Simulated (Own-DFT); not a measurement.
# Biaxial strain at fixed height in diamond-structure SiGeSn with randomly placed atoms, 64 atoms (Ge48Si8Sn8)

The numbers are computed, not measured, by runs of the plane-wave DFT program Own-DFT (in-house, retired, unreviewed) at fixed positions, with no spin and no spin-orbit coupling.

Common settings: PBE; PseudoDojo norm-conserving scalar-relativistic files; cutoff 49 hartree; 3 x 3 x 3 k mesh centred on Gamma; Fermi-Dirac smearing of 0.1 eV.

Caveats: forces on such cells moved up to 12 meV/angstrom on a denser k mesh; stress not checked against mesh or cutoff.

Unstrained cell vectors in Å: (11.467, 0.000, 0.000); (0.000, 11.467, 0.000); (0.000, 0.000, 11.467). The unstrained cell has measured lattice constants (interpolated for alloys), not those of this functional. That, the random moves and any unrelaxed bonds set the pressure at no strain. Each run strains x and y alike by e, as a substrate would, and holds the height along z. Random moves of width 0.05 Å per axis were added to every atom. The random placing of the alloy's atoms differs from row to row. Stress is positive in tension.

```
e (%),u (Å),(s_xx + s_yy)/2 (GPa),s_zz (GPa)
-2.75,0.048,-10.73,-8.77
-2.50,0.052,-9.88,-8.37
-1.75,0.049,-8.41,-7.30
-1.50,0.048,-7.77,-6.86
-0.75,0.050,-6.32,-6.00
-0.25,0.051,-5.69,-5.44
0.50,0.046,?,?
1.75,0.057,-2.39,-3.42
2.25,0.048,-1.32,-2.60
3.00,0.054,-0.33,-1.96
```

## Analysis

With e as a fraction, the in-plane stress is -5.1 + 178 e - 725 e² GPa (errors 3 and 201, scatter 0.17), and s_zz is -5.1 + 118 e - 461 e² GPa (slope ± 2, scatter 0.12). At e = 0 the first slope is C11 + C12 and the second 2 C12, both with the ions held to the strained lattice and at the cell's own pressure. The term in e² is negative: the layer stiffens under compression and softens under tension. A free layer would change its height as e changes, and the in-plane slope would drop by 2 C12²/C11 to the biaxial modulus. At fixed height, a misfit of 1 % moves the in-plane stress by about 1.8 GPa and s_zz by 1.2 GPa.

## Prediction

The question: what are the two stresses at e = 0.50 %?

The fit gives -4.2 and -4.5 GPa. DFT gave -4.04 and -4.44 GPa.
